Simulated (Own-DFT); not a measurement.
# Point defects and the pressure they add: D0_22 TiAl3

Calculated, not measured: single-point runs of Own-DFT, a retired in-house plane-wave DFT program that no person has reviewed, on unrelaxed cells, without spin or spin-orbit coupling.

Method: PBE; PseudoDojo norm-conserving scalar-relativistic files; cutoff 42 hartree; 4 x 4 x 4 k mesh centred on Gamma; cold (Marzari-Vanderbilt) smearing of 0.2 eV.

Limits: forces on such cells failed a check on a denser k mesh; stress not checked against mesh or cutoff.

All runs share one cell, with vectors in Å (-2.365, -6.981, 4.326); (-7.667, 3.491, 1.442); (-2.950, -3.488, -7.241) and a volume of 625.4 Å³. u is the rms random offset of the atoms per axis. The defect's site can differ from row to row.

```
cell,formula,u (Å),P (GPa)
no defect,Al30Ti10,0.0224,2.01
no defect,Al30Ti10,0.0446,2.50
no defect,Al30Ti10,0.0507,2.69
two Al vacancies,Al28Ti10,0.0251,?
two Al vacancies,Al28Ti10,0.0330,1.29
two Al vacancies,Al28Ti10,0.0519,1.84
two Al vacancies,Al28Ti10,0.0544,1.78
one Ti vacancy,Al30Ti9,0.0284,1.76
one Ti vacancy,Al30Ti9,0.0299,1.83
one Ti vacancy,Al30Ti9,0.0490,2.35
two Ti on an Al site each,Al28Ti12,0.0293,3.34
two Ti on an Al site each,Al28Ti12,0.0303,3.13
two Ti on an Al site each,Al28Ti12,0.0476,3.72
two Al on a Ti site each,Al32Ti8,0.0301,2.90
two Al on a Ti site each,Al32Ti8,0.0445,3.23
two Al on a Ti site each,Al32Ti8,0.0554,3.60
```

## Fit

P = P0 + c u² + a shift for each defect gives P0 = 1.85 GPa, c = 328 ± 22 GPa/Å² and a scatter of 0.07 GPa. The shifts, and each times the cell's volume:

- two Ti on an Al site each: 1.11 ± 0.06 GPa, 4.3 eV (2.2 eV for each of its 2 sites)
- two Al on a Ti site each: 0.75 ± 0.06 GPa, 2.9 eV (1.5 eV for each of its 2 sites)
- one Ti vacancy: -0.31 ± 0.06 GPa, -1.2 eV
- two Al vacancies: -0.94 ± 0.06 GPa, -3.7 eV (-1.8 eV for each of its 2 sites)

Against the defect-free cell, a freed cell would be larger where the shift is positive and smaller where it is negative (160.2 GPa Å³ is 1 eV). The atoms around the defects weren't relaxed, which would change these numbers.

## The run left out

Q: what pressure belongs in the blank (two Al vacancies, u = 0.0251 Å)?

From the fit: 1.11 ± 0.09 GPa. Computed: 1.15 GPa.
